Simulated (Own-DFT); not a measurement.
# Response to strain: wurtzite GaN, 72 atoms (Ga36N36)

Everything here is calculated. The program is Own-DFT (plane waves, in-house, since retired, never reviewed by a person); positions were held fixed, and spin and spin-orbit coupling were off.

Method: PBE; PseudoDojo norm-conserving scalar-relativistic files (stringent for Ga); cutoff 96 hartree; 4 x 4 x 3 k mesh centred on Gamma; Gaussian smearing of 0.01 eV.

Known weak points: forces not confirmed at this smearing and k mesh; stress not checked against mesh or cutoff.

Unstrained cell vectors in Å: (9.567, 0.000, 0.000); (-4.783, 8.285, 0.000); (0.000, 0.000, 10.370). The unstrained cell has measured lattice constants (interpolated for alloys), not those of this functional. That, the random moves and any unrelaxed bonds set the pressure at no strain. The cell is deformed uniformly in each run, and the atoms keep their fractional places. All atoms carry random offsets, Gaussian with a width of 0.05 Å per axis. Strain is the symmetric tensor, in per cent. Stress is positive in tension, and the pressure is minus a third of its trace.

```
run,e_xx (%),e_yy (%),e_zz (%),e_yz (%),e_xz (%),e_xy (%),s_xx (GPa),s_yy (GPa),s_zz (GPa),s_yz (GPa),s_xz (GPa),s_xy (GPa),P (GPa),E (meV/atom)
1,0.57,-0.08,0.54,1.74,1.49,-1.48,-5.56,-5.66,-3.78,2.24,2.82,-3.87,5.00,7.4
2,-1.78,-0.32,-0.46,-1.42,1.63,1.84,-16.62,-11.22,-12.15,-3.02,4.82,5.73,13.33,43.8
3,-1.86,-0.03,-0.41,0.86,1.34,-0.70,-17.61,-10.26,-9.69,1.97,3.49,-3.80,12.52,35.1
4,-1.93,1.57,0.13,1.15,1.81,-0.94,-11.57,-2.93,-7.59,3.11,2.86,-2.21,7.37,5.6
5,1.43,1.68,-1.01,0.47,-1.49,1.07,0.99,0.79,-12.51,1.36,-2.20,1.72,3.57,13.7
6,-1.90,-1.96,-0.82,0.11,0.12,-1.76,-20.65,-19.24,-13.54,1.16,0.58,-5.92,17.81,54.5
7,-1.91,-1.06,0.82,-1.08,-1.39,-1.25,-15.84,-13.12,-5.70,-1.65,-2.99,-6.10,11.55,14.0
8,1.96,1.94,-1.40,-0.48,-1.97,1.86,2.23,1.51,-11.95,-1.84,-2.97,5.14,2.73,8.7
9,-1.97,0.62,-1.63,1.40,1.78,1.82,-17.75,-9.42,-17.21,3.33,5.35,5.27,14.79,70.9
10,-1.49,-1.72,0.06,0.69,0.28,1.78,-15.75,-16.85,-10.60,1.73,0.30,7.57,14.40,43.8
11,0.01,-0.38,1.58,-0.59,-0.82,-0.86,-4.95,-6.23,-3.00,-0.88,-1.38,-2.58,4.73,0.0
12,-1.85,0.86,-0.18,1.30,-1.48,-0.76,-14.04,-5.17,-8.64,2.52,-2.77,-1.61,9.28,6.3
13,1.53,-0.67,0.65,-0.98,0.07,-1.58,-1.52,-6.91,-5.01,-2.00,0.02,-5.49,4.48,10.2
14,0.09,1.69,0.01,1.83,1.04,-1.04,-3.66,0.47,-7.32,2.80,0.77,-3.07,3.50,2.6
15,0.99,1.83,-0.67,0.09,0.51,-0.71,-1.09,0.62,-9.99,-0.02,1.29,-0.75,3.48,6.7
16,-0.53,-1.01,1.84,-0.25,0.01,1.84,?,?,?,?,?,?,?,?
```

E is the free energy per atom, counted from the lowest run shown.

## Analysis

Each stress component was fitted by least squares to a constant and the strains of the runs shown, as fractions, with shears doubled. Shear strains stay in the fit of a normal stress only where such slopes are resolved. The slopes, in GPa:

```
stress  at no strain  per e_xx  per e_yy  per e_zz  scatter
  s_xx          -7.5  421 ± 16  197 ± 21  181 ± 28     0.82
  s_yy          -7.1   127 ± 8  436 ± 10  156 ± 13     0.38
  s_zz          -8.3   42 ± 22   59 ± 28  454 ± 38     1.11
```

The slope of each shear stress on twice its own strain, from a fit on all six strains: yz 93 ± 10, xz 103 ± 8, xy 170 ± 16 GPa. These are stiffnesses along x, y and z of the frame in which the cell vectors are given, with the crystal's c axis along z: C11, C12, C13 and C33. Hexagonal symmetry asks that xx and yy behave alike, which is a second check on the noise. No internal relaxation is included, and where it is allowed it would reduce some of the slopes. The table should be nearly symmetric about its diagonal, and what it lacks of that shows the noise. A ninth of the table's sum, 230 ± 6 GPa, estimates the bulk modulus near the mean pressure of these runs, 8.6 GPa, so it lies above the value at zero pressure.

## Check

Asked: what normal stresses and pressure should run 16 give?

Estimate: s_xx = -8.3, s_yy = -9.3, s_zz = -0.8 and P = 6.2 GPa. The hidden result is -9.44, -10.34, -0.20 and P = 6.66 GPa.
